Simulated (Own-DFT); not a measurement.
# Computed records: TiO2 (rutile, atoms displaced)

A calculation, not a measurement: plane-wave PBE density functional theory by an unreviewed code, no spin, of a simulated periodic cell, stress positive in tension, free energy of the whole cell less one offset for each atom, oxygen file: force components 24 meV/angstrom off all-electron in one glass; forces on such cells passed a denser k mesh, this cell's mesh not checked; offsets are fitted by least squares, one for each functional and potential file, so energies compare only between cells with the same atoms and settings and are not formation energies; the far tail of each file's local potential was reset to the Coulomb form; each entry is a single point on an unrelaxed cell, so the pressure reflects the starting lattice, mostly measured values (interpolated for alloys), from which strain is counted, and rises with the displacements; printed positions are rounded, which can move forces by about a meV/angstrom; the program, named Own-DFT, is a retired in-house code; no spin-orbit coupling; before rounding, a Quantum ESPRESSO 7.3.1 run of the same cell and cutoff gave forces within 1 meV/angstrom rms on each cell, which checks the program and not the settings. Program: Own-DFT development build.

Settings shared by all entries: functional PBE; potential files PseudoDojo norm-conserving, scalar-relativistic, standard set; wave cutoff 72 hartree; occupations Fermi-Dirac; smearing width 0.1 eV; k mesh 3 x 3 x 3 centred on Gamma.

(1) TiO2 (rutile, atoms displaced)

```
TiO2
1.0
      9.1874     0.0000     0.0000
      0.0000     9.1874     0.0000
      0.0000     0.0000     8.8761
Ti O Ti O Ti O Ti O Ti O Ti O Ti O Ti O Ti O Ti O Ti O Ti O
2 4 2 4 2 4 2 4 2 4 2 4 2 4 2 4 2 4 2 4 2 4 2 4
Direct
  0.99406 0.99295 0.00955
  0.25588 0.23914 0.17436
  0.14238 0.12540 0.00435
  0.35736 0.33733 0.00579
  0.39851 0.10135 0.17379
  0.09921 0.41962 0.16631
  0.99363 0.99872 0.33411
  0.24058 0.25486 0.49981
  0.14572 0.15408 0.34466
  0.34967 0.35533 0.33476
  0.40220 0.09212 0.50960
  0.10652 0.39608 0.50536
  0.00241 0.99360 0.65935
  0.24125 0.23096 0.84041
  0.15920 0.15859 0.66125
  0.34745 0.33444 0.67504
  0.39288 0.09038 0.83924
  0.09151 0.39732 0.83244
  0.00895 0.50173 0.98900
  0.24807 0.74806 0.15719
  0.13010 0.66079 0.01151
  0.35634 0.86107 0.00584
  0.41086 0.58582 0.16533
  0.10341 0.90125 0.15635
  0.01296 0.50162 0.32618
  0.24522 0.74823 0.49690
  0.15414 0.64619 0.32407
  0.34947 0.84287 0.33636
  0.40492 0.59636 0.50188
  0.10013 0.91943 0.50520
  0.00182 0.49618 0.65529
  0.24713 0.74218 0.83690
  0.16821 0.66753 0.66116
  0.35303 0.83513 0.66151
  0.40814 0.58331 0.82678
  0.10492 0.89530 0.82954
  0.49002 0.02693 0.00117
  0.74431 0.23672 0.17944
  0.64352 0.16354 0.99928
  0.84713 0.34485 0.01631
  0.89819 0.08471 0.17139
  0.60175 0.38981 0.16565
  0.50864 0.99011 0.33532
  0.75107 0.25500 0.49775
  0.66044 0.16165 0.35731
  0.83898 0.33892 0.32333
  0.91384 0.08978 0.48631
  0.60115 0.39326 0.50047
  0.51013 0.00927 0.65879
  0.75261 0.23576 0.83102
  0.62881 0.14770 0.66035
  0.84712 0.33925 0.65744
  0.89738 0.10665 0.82210
  0.58557 0.40363 0.82632
  0.49924 0.50348 0.99660
  0.74785 0.73287 0.17169
  0.66010 0.65335 0.99858
  0.85347 0.85401 0.99991
  0.91423 0.59800 0.16627
  0.59714 0.90716 0.17981
  0.49667 0.49641 0.33352
  0.75085 0.73605 0.51770
  0.65431 0.65215 0.34618
  0.83815 0.85563 0.33168
  0.90097 0.59526 0.48823
  0.58511 0.89046 0.50042
  0.50563 0.49645 0.66633
  0.75066 0.74917 0.82969
  0.65847 0.64473 0.67900
  0.86430 0.84388 0.66566
  0.90077 0.60364 0.82182
  0.58161 0.91188 0.82385
```

```
free energy of cell above offsets : -11.263 eV
pressure                          : 10.3 GPa
stress xx                         : -9.95 GPa
stress yy                         : -10.22 GPa
stress zz                         : -10.74 GPa
stress yz                         : -1.23 GPa
stress xz                         : -0.26 GPa
stress xy                         : -0.42 GPa
```

Force:
```tsv
element	x (eV/Å)	y (eV/Å)	z (eV/Å)
Ti	-0.024	-0.539	-0.899
Ti	-0.455	0.981	-0.346
O	2.379	3.621	-0.005
O	-1.583	-0.33	0.069
O	0.087	0.04	0.796
O	1.392	-2.396	-0.853
Ti	0.178	-1.408	-0.758
Ti	3.62	-1.854	1.332
O	0.789	0.563	-1.834
O	-1.01	-1.28	-0.54
O	-1.219	0.926	-2.021
O	-2.228	2.646	-0.191
Ti	0.798	0.762	1.245
Ti	0.98	0.792	-1.223
O	-1.787	-1.456	1.226
O	0.268	1.001	0.027
O	-0.923	0.981	-0.564
O	0.307	0.42	-0.621
Ti	-2.627	-1.714	0.936
Ti	1.342	2.054	1.473
O	2.246	0.412	-1.351
O	-1.427	-2.533	0.187
O	-1.137	1.547	-0.195
O	0.186	-0.677	1.242
Ti	-1.108	-0.243	-1.147
Ti	2.753	1.745	-0.053
O	0.232	0.528	0.69
O	-0.341	0.113	-1.022
O	0.029	-0.429	-0.577
O	1.672	-2.5	-0.996
Ti	-0.94	-0.157	1.348
Ti	1.352	2.712	-2.129
O	-3.561	-3.66	1.311
O	-0.697	0.075	0.738
O	-2.108	2.114	1.305
O	-0.424	0.35	-0.141
Ti	0.898	-2.389	-1.093
Ti	0.199	1.472	-1.901
O	0.118	-0.849	-0.602
O	0.366	-0.001	-1.613
O	-0.437	0.821	-0.531
O	-0.794	1.103	0.439
Ti	-1.189	-0.367	1.628
Ti	0.745	0.85	0.28
O	-3.022	-3.715	-2.553
O	2.294	1.7	1.403
O	-2.195	1.92	2.331
O	-0.525	1.2	-0.079
Ti	-3.733	-3.689	0.223
Ti	-0.135	1.493	1.398
O	4.992	4.23	0.822
O	1.316	1.511	1.724
O	0.408	-0.887	0.308
O	2.267	-1.405	0.88
Ti	0.59	-1.926	-0.018
Ti	0.848	1.179	1.127
O	-0.468	-0.2	-0.19
O	-1.868	-1.792	-0.48
O	-2.076	0.925	0.521
O	0.758	-0.411	-1.416
Ti	0.64	-0.221	0.229
Ti	-0.277	1.444	-3.018
O	0.163	-0.336	-0.891
O	0.456	-1.149	0.393
O	0.595	-0.336	1.356
O	1.794	-0.501	-0.081
Ti	-1.498	-1.825	-0.712
Ti	-0.036	1.855	2.53
O	0.04	0.495	-0.856
O	-1.78	-0.659	-0.142
O	0.92	-0.85	-0.018
O	2.612	-1.896	2.143
```

(2) TiO2 (rutile, atoms displaced)

```
TiO2
1.0
      9.1874     0.0000     0.0000
      0.0000     9.1874     0.0000
      0.0000     0.0000     8.8761
Ti O Ti O Ti O Ti O Ti O Ti O Ti O Ti O Ti O Ti O Ti O Ti O
2 4 2 4 2 4 2 4 2 4 2 4 2 4 2 4 2 4 2 4 2 4 2 4
Direct
  0.00842 0.00275 0.99554
  0.25594 0.25104 0.14894
  0.15915 0.13905 0.00317
  0.34903 0.33755 0.99953
  0.38854 0.09997 0.17187
  0.09932 0.41150 0.16228
  0.00805 0.00082 0.33786
  0.26214 0.24431 0.49433
  0.14568 0.14376 0.33098
  0.34154 0.35311 0.34046
  0.41499 0.10507 0.48475
  0.09279 0.40458 0.50299
  0.00404 0.98895 0.66687
  0.25577 0.25404 0.83416
  0.14510 0.14332 0.67212
  0.34136 0.34732 0.66737
  0.39626 0.09638 0.82429
  0.08800 0.39884 0.83134
  0.99558 0.50120 0.99145
  0.25371 0.74282 0.17044
  0.16019 0.63885 0.00117
  0.35060 0.84133 0.00134
  0.40084 0.59861 0.16264
  0.09960 0.89245 0.17155
  0.00345 0.49814 0.32482
  0.24566 0.72209 0.49257
  0.14714 0.65665 0.33812
  0.36004 0.84570 0.32871
  0.41739 0.58609 0.49937
  0.09147 0.90516 0.48813
  0.00997 0.50027 0.67962
  0.24087 0.75579 0.85122
  0.16120 0.66838 0.66749
  0.34991 0.84583 0.66815
  0.40200 0.60121 0.84531
  0.09981 0.89547 0.82726
  0.48218 0.00906 0.00319
  0.74560 0.23973 0.15633
  0.65206 0.15194 0.00559
  0.84750 0.35634 0.99653
  0.88752 0.09882 0.15453
  0.59319 0.41292 0.18213
  0.48298 0.00472 0.32856
  0.73773 0.25126 0.49540
  0.65572 0.15871 0.33222
  0.84454 0.35767 0.34486
  0.91848 0.09990 0.50847
  0.60411 0.40728 0.50482
  0.49361 0.00442 0.65364
  0.75664 0.25186 0.86793
  0.66111 0.15058 0.66189
  0.86798 0.34361 0.66163
  0.89321 0.09179 0.83683
  0.60277 0.39051 0.83705
  0.50244 0.49249 0.99103
  0.74891 0.76394 0.15863
  0.65430 0.65199 0.00194
  0.82903 0.85464 0.99387
  0.90246 0.59097 0.15530
  0.60668 0.92484 0.17465
  0.50541 0.51285 0.33617
  0.75237 0.76017 0.50581
  0.65933 0.66740 0.32702
  0.83293 0.85419 0.32855
  0.90795 0.60142 0.51384
  0.59485 0.91299 0.50530
  0.49444 0.49653 0.65583
  0.75451 0.76173 0.84479
  0.66138 0.65281 0.67642
  0.85294 0.83260 0.66813
  0.90770 0.59981 0.83147
  0.60144 0.89685 0.82774
```

```
free energy of cell above offsets : -10.179 eV
pressure                          : 10.36 GPa
stress xx                         : -8.73 GPa
stress yy                         : -9.09 GPa
stress zz                         : -13.27 GPa
stress yz                         : -0.79 GPa
stress xz                         : -0.51 GPa
stress xy                         : -0.14 GPa
```

Force:
```tsv
element	x (eV/Å)	y (eV/Å)	z (eV/Å)
Ti	-1.549	-0.175	0.759
Ti	-2.804	1.122	4.314
O	-0.125	0.73	-0.396
O	0.982	1.03	-0.551
O	0.717	-0.183	-1.114
O	1.271	-1.78	-0.115
Ti	-1.995	0.391	0.281
Ti	-3.222	1.1	-0.691
O	1.766	1.73	-0.211
O	0.036	-0.48	-0.626
O	-1.824	1.675	1.705
O	1.837	-0.354	-0.863
Ti	-1.402	1.878	-2.497
Ti	-1.876	-1.252	-3.271
O	1.768	0.948	0.505
O	0.355	0.083	0.161
O	0.139	0.547	1.791
O	2.822	-1.967	1.961
Ti	0.075	1.615	1.569
Ti	0.019	0.147	-0.334
O	-0.046	0.967	0.205
O	0.612	1.612	0.894
O	-0.303	-0.105	0.62
O	-0.491	0.39	-1.358
Ti	-2.657	-1.451	2.506
Ti	1.054	2.954	3.546
O	0.173	-0.34	-1.531
O	-1.184	-1.02	0.309
O	-3.443	2.933	0.757
O	1.737	-2.197	1.3
Ti	-2.979	-0.683	-5.057
Ti	1.904	-1.055	-2.86
O	-0.525	-1.593	-0.217
O	0.201	0.601	-0.462
O	0.501	-1.393	-0.513
O	-0.736	0.625	1.991
Ti	1.634	-2.241	-1.887
Ti	0.848	1.172	6.612
O	-2.097	-0.78	-0.378
O	0.258	0.038	2.17
O	1.594	-0.419	-0.351
O	0.61	-1.466	-1.524
Ti	3.176	-2.356	-0.058
Ti	2.85	-0.159	2.471
O	-0.781	-0.438	-1.182
O	0.655	-0.07	-1.58
O	-1.144	-0.458	-0.524
O	-0.977	0.332	0.015
Ti	1.741	-1.91	1.671
Ti	-0.051	-0.861	-9.439
O	-1.067	0.001	0.512
O	-1.112	0.264	1.048
O	1.314	-0.637	0.77
O	-1.112	0.743	0.087
Ti	1.519	2.2	0.185
Ti	-0.51	-1.034	2.551
O	-0.618	-0.668	0.129
O	3.548	2.388	2.063
O	-0.231	1.23	0.455
O	-1.416	-0.084	-1.559
Ti	2.377	-0.382	-3.526
Ti	0.338	-1.897	-0.307
O	-2.013	-1.835	0.529
O	1.614	0.655	0.253
O	-0.318	0.756	-1.349
O	0.373	-0.779	-0.976
Ti	3.1	0.696	3.224
Ti	-2.703	-2.29	-3.936
O	-1.899	-1.103	-1.057
O	1.183	2.004	0.423
O	0.005	0.552	1.053
O	-1.494	1.788	0.904
```

(3) TiO2 (rutile, atoms displaced)

```
TiO2
1.0
      9.1874     0.0000     0.0000
      0.0000     9.1874     0.0000
      0.0000     0.0000     8.8761
Ti O Ti O Ti O Ti O Ti O Ti O Ti O Ti O Ti O Ti O Ti O Ti O
2 4 2 4 2 4 2 4 2 4 2 4 2 4 2 4 2 4 2 4 2 4 2 4
Direct
  0.00919 0.99812 0.99516
  0.25194 0.25179 0.16861
  0.14819 0.13935 0.01097
  0.35494 0.35312 0.98766
  0.39261 0.08384 0.17128
  0.09551 0.38494 0.18729
  0.98824 0.99126 0.35249
  0.24112 0.24444 0.51381
  0.15810 0.15453 0.32047
  0.35552 0.35280 0.33823
  0.40760 0.09964 0.49823
  0.09968 0.40415 0.50343
  0.98276 0.99683 0.67225
  0.24295 0.24435 0.82484
  0.14314 0.16799 0.67447
  0.34975 0.34539 0.67340
  0.39323 0.09249 0.85807
  0.08700 0.41185 0.83426
  0.99283 0.47376 0.99481
  0.23906 0.74075 0.16282
  0.15068 0.65338 0.01435
  0.35352 0.85131 0.00036
  0.40491 0.60374 0.17758
  0.08668 0.90385 0.18014
  0.99964 0.49346 0.33788
  0.23836 0.75075 0.50081
  0.14447 0.65590 0.32304
  0.34649 0.85422 0.34615
  0.39707 0.61490 0.49879
  0.09652 0.90966 0.49770
  0.99343 0.48243 0.66243
  0.25801 0.75216 0.81974
  0.14426 0.65585 0.67812
  0.35083 0.84257 0.65759
  0.39679 0.60307 0.82604
  0.09662 0.88747 0.83603
  0.49349 0.99979 0.99365
  0.74090 0.26305 0.17676
  0.65326 0.16014 0.98778
  0.84641 0.34381 0.00436
  0.89097 0.09830 0.16899
  0.61899 0.39614 0.17126
  0.51275 0.01334 0.33597
  0.75758 0.24578 0.50462
  0.65405 0.13929 0.33636
  0.85327 0.35650 0.32362
  0.89973 0.10304 0.51009
  0.60063 0.38950 0.50131
  0.50112 0.99688 0.66155
  0.75845 0.24832 0.83592
  0.66515 0.15147 0.67643
  0.83716 0.36161 0.65898
  0.89260 0.10485 0.82924
  0.59638 0.40150 0.84894
  0.50061 0.49521 0.99228
  0.75662 0.74498 0.17228
  0.65398 0.65257 0.01248
  0.84128 0.86098 0.00027
  0.88718 0.60390 0.17690
  0.58709 0.88938 0.15553
  0.48415 0.49371 0.33647
  0.77216 0.74216 0.49953
  0.64784 0.65836 0.34548
  0.84579 0.85458 0.33911
  0.91258 0.58222 0.49433
  0.60927 0.89764 0.49682
  0.49282 0.50012 0.66568
  0.76092 0.76560 0.84029
  0.64703 0.64448 0.66686
  0.85006 0.85047 0.67838
  0.89543 0.58167 0.81793
  0.62061 0.90608 0.82552
```

```
free energy of cell above offsets : -10.066 eV
pressure                          : 9.57 GPa
stress xx                         : -10.02 GPa
stress yy                         : -9.63 GPa
stress zz                         : -9.05 GPa
stress yz                         : -0.64 GPa
stress xz                         : -0.54 GPa
stress xy                         : 0.01 GPa
```

Force:
```tsv
element	x (eV/Å)	y (eV/Å)	z (eV/Å)
Ti	-0.982	-0.507	4.126
Ti	0.457	-1.198	0.229
O	1.005	2.056	-1.323
O	-1.652	-0.845	0.732
O	0.62	1.647	-0.302
O	-0.027	1.144	-2.347
Ti	0.784	1.799	-5.799
Ti	1.009	0.068	-3.877
O	-0.042	0.069	2.562
O	-1.636	-1.745	0.143
O	-0.774	0.679	1.655
O	1.755	-1.681	-0.483
Ti	1.096	-0.569	0.802
Ti	2.39	0.799	4.234
O	-1.323	-1.882	-0.982
O	-1.047	-0.962	-0.271
O	-1.761	1.845	-4.353
O	2.69	-2.833	0.06
Ti	-0.273	3.176	1.407
Ti	1.747	1.975	0.603
O	-0.999	-1.343	-1.729
O	-1.129	-1.026	-0.883
O	0.323	-1.189	-0.202
O	0.103	0.02	-0.934
Ti	0.795	0.787	-2.424
Ti	1.528	0.114	-2.999
O	-0.383	-0.692	1.68
O	-1.028	-0.742	0.776
O	0.852	-2.777	0.473
O	-0.167	0.075	2.192
Ti	-0.157	2.772	1.229
Ti	-0.386	-0.149	2.009
O	0.195	-0.14	-0.84
O	0.481	1.54	0.889
O	0.96	-1.233	0.606
O	-1.144	2.24	-0.749
Ti	2.171	-2.119	4.125
Ti	2.928	-4.89	-1.285
O	-0.266	-0.277	0.485
O	1.057	0.695	0.088
O	0.973	-0.414	0.001
O	-4.748	3.843	-0.154
Ti	-2.389	-4.484	-2.473
Ti	-2.56	1.657	0.007
O	2.258	2.68	0.271
O	-0.941	-1.442	1.693
O	0.836	-0.428	0.354
O	-0.928	0.675	0.16
Ti	1.619	-1.139	-0.838
Ti	-2.924	0.274	1.108
O	-1.322	-0.33	-1.423
O	0.006	-1.395	-0.028
O	2.9	-1.798	-0.178
O	0.168	0.333	-1.685
Ti	0.293	1.855	0.928
Ti	-3.079	0.631	-0.913
O	0.049	-0.195	-1.14
O	0.666	-0.684	0.127
O	2.457	-1.969	-0.463
O	0.657	1.313	1.268
Ti	1.793	2.867	-0.099
Ti	-4.007	-1.59	-0.399
O	1.63	0.119	0.593
O	-0.202	-0.623	0.741
O	-1.804	2.713	1.343
O	-0.925	1.278	1.814
Ti	2.5	1.915	-0.78
Ti	-1.78	-2.933	1.906
O	0.729	0.349	-0.357
O	0.94	0.142	-1.994
O	-0.166	1.107	1.769
O	-2.471	0.971	-0.483
```

(4) TiO2 (rutile, atoms displaced)

```
TiO2
1.0
      9.1874     0.0000     0.0000
      0.0000     9.1874     0.0000
      0.0000     0.0000     8.8761
Ti O Ti O Ti O Ti O Ti O Ti O Ti O Ti O Ti O Ti O Ti O Ti O
2 4 2 4 2 4 2 4 2 4 2 4 2 4 2 4 2 4 2 4 2 4 2 4
Direct
  0.99225 0.01118 0.98200
  0.24945 0.24871 0.13863
  0.16214 0.13587 0.99867
  0.33727 0.34454 0.00118
  0.41585 0.09904 0.17261
  0.11104 0.41075 0.18214
  0.00233 0.00316 0.32691
  0.25346 0.25894 0.49631
  0.13770 0.14517 0.33817
  0.34692 0.34776 0.32956
  0.37350 0.09525 0.49949
  0.10805 0.41027 0.49485
  0.99510 0.99113 0.67175
  0.25191 0.25112 0.85318
  0.16174 0.15519 0.63754
  0.36090 0.34548 0.66178
  0.39688 0.08234 0.82554
  0.09538 0.39354 0.84258
  0.99429 0.49507 0.00466
  0.25392 0.74697 0.15564
  0.16031 0.65265 0.98071
  0.35185 0.83915 0.98193
  0.39889 0.59437 0.15377
  0.10262 0.91940 0.18313
  0.98756 0.49196 0.33471
  0.24601 0.74823 0.49863
  0.16986 0.64481 0.33328
  0.36115 0.84806 0.33278
  0.40295 0.59183 0.49919
  0.08871 0.89593 0.50904
  0.99297 0.50195 0.65555
  0.26001 0.75525 0.83200
  0.15163 0.63319 0.68158
  0.35501 0.83650 0.67138
  0.39951 0.60956 0.85785
  0.08765 0.90815 0.83678
  0.49468 0.98470 0.01503
  0.74740 0.24352 0.16318
  0.65741 0.14790 0.99486
  0.84638 0.33137 0.00175
  0.91175 0.08213 0.16977
  0.61240 0.39968 0.15150
  0.49054 0.00460 0.33490
  0.76018 0.24081 0.50656
  0.65624 0.14432 0.31638
  0.84933 0.35834 0.32747
  0.89089 0.08359 0.50518
  0.59524 0.40819 0.49719
  0.52421 0.02155 0.65255
  0.74497 0.25748 0.82516
  0.65668 0.13962 0.65870
  0.86846 0.34553 0.66644
  0.90113 0.10530 0.83933
  0.60524 0.40590 0.83337
  0.51104 0.49996 0.00691
  0.75881 0.75397 0.16498
  0.65320 0.66113 0.01055
  0.85187 0.85724 0.00346
  0.90709 0.60283 0.17596
  0.58863 0.90515 0.17054
  0.50651 0.49986 0.33733
  0.75805 0.73649 0.49051
  0.66388 0.66071 0.31784
  0.84712 0.86345 0.33294
  0.91533 0.60486 0.50479
  0.59451 0.89591 0.50790
  0.50580 0.50537 0.64904
  0.75645 0.74339 0.83254
  0.63424 0.64273 0.66498
  0.84098 0.85294 0.67459
  0.91349 0.59207 0.81568
  0.59645 0.88798 0.83524
```

```
free energy of cell above offsets : -7.331 eV
pressure                          : 11.25 GPa
stress xx                         : -10.38 GPa
stress yy                         : -10.43 GPa
stress zz                         : -12.96 GPa
stress yz                         : 0.67 GPa
stress xz                         : 0.08 GPa
stress xy                         : -2.85 GPa
```

Force:
```tsv
element	x (eV/Å)	y (eV/Å)	z (eV/Å)
Ti	-0.268	-1.441	3.889
Ti	-1.257	-0.839	9.335
O	0.083	0.62	0.028
O	2.969	2.283	-0.479
O	-2.24	1.599	-1.343
O	-1.026	-0.6	-2.133
Ti	1.669	0.185	1.375
Ti	-0.998	0.043	0.573
O	1.629	2.23	-0.543
O	2.055	1.007	-1.763
O	4.574	-2.054	-0.555
O	-1.572	0.597	-0.31
Ti	2.049	0.595	-2.245
Ti	-0.048	-1.373	-9.109
O	-2.689	-1.06	3.325
O	-0.123	0.233	1.351
O	0.183	1.443	0.626
O	0.21	-0.475	0.973
Ti	1.769	0.033	-1.343
Ti	-1.654	-0.157	1.283
O	-2.278	-0.84	3.258
O	0.843	2.273	4.117
O	0.872	-0.267	1.239
O	2.611	-3.718	-2.566
Ti	3.713	0.17	-0.054
Ti	-0.346	0.854	0.968
O	-0.374	1.102	-0.572
O	-1.195	-1.031	-0.176
O	0.075	0.499	-1.688
O	0.794	-1	0.519
Ti	4.926	-0.331	1.384
Ti	-0.659	-1.505	-3.738
O	0.804	1.218	-1.61
O	-0.743	-0.079	-1.784
O	1.839	-2.438	-0.867
O	0.938	-0.738	-0.501
Ti	0.99	0.627	-3.748
Ti	0.114	-1.69	-0.518
O	-0.383	-0.026	-0.416
O	1.678	2.097	-1.056
O	-2.827	3.25	-2.092
O	-0.831	0.421	1.799
Ti	-0.437	-0.726	1.738
Ti	1.99	-0.827	-2.818
O	0.405	0.828	2.286
O	-1.609	-1.971	1.057
O	-1.629	2.687	0.458
O	2.159	-1.714	-1.042
Ti	-8.079	-6.435	2.142
Ti	-0.176	0.45	3.417
O	4.851	5.511	0.648
O	-3.201	-2.485	-0.796
O	-0.525	0.719	-1.831
O	0.43	-0.766	-0.26
Ti	-0.957	2.377	-2.372
Ti	0.786	1.83	-0.807
O	0.516	-0.829	-0.687
O	-0.586	-1.362	-0.745
O	0.113	0.02	-1.335
O	1.454	-1.379	0.117
Ti	-2.549	-0.787	-1.392
Ti	-0.973	3.114	-0.079
O	-1.451	-1.765	2.251
O	-2.073	-3.022	0.994
O	-1.991	1.346	-1.525
O	0.704	0.127	-0.775
Ti	-3.539	-1.695	3.52
Ti	-1.777	1.689	0.377
O	4.065	2.846	0.055
O	-0.435	-1.204	-0.455
O	-2.284	1.208	3.102
O	0.928	0.5	-0.077
```
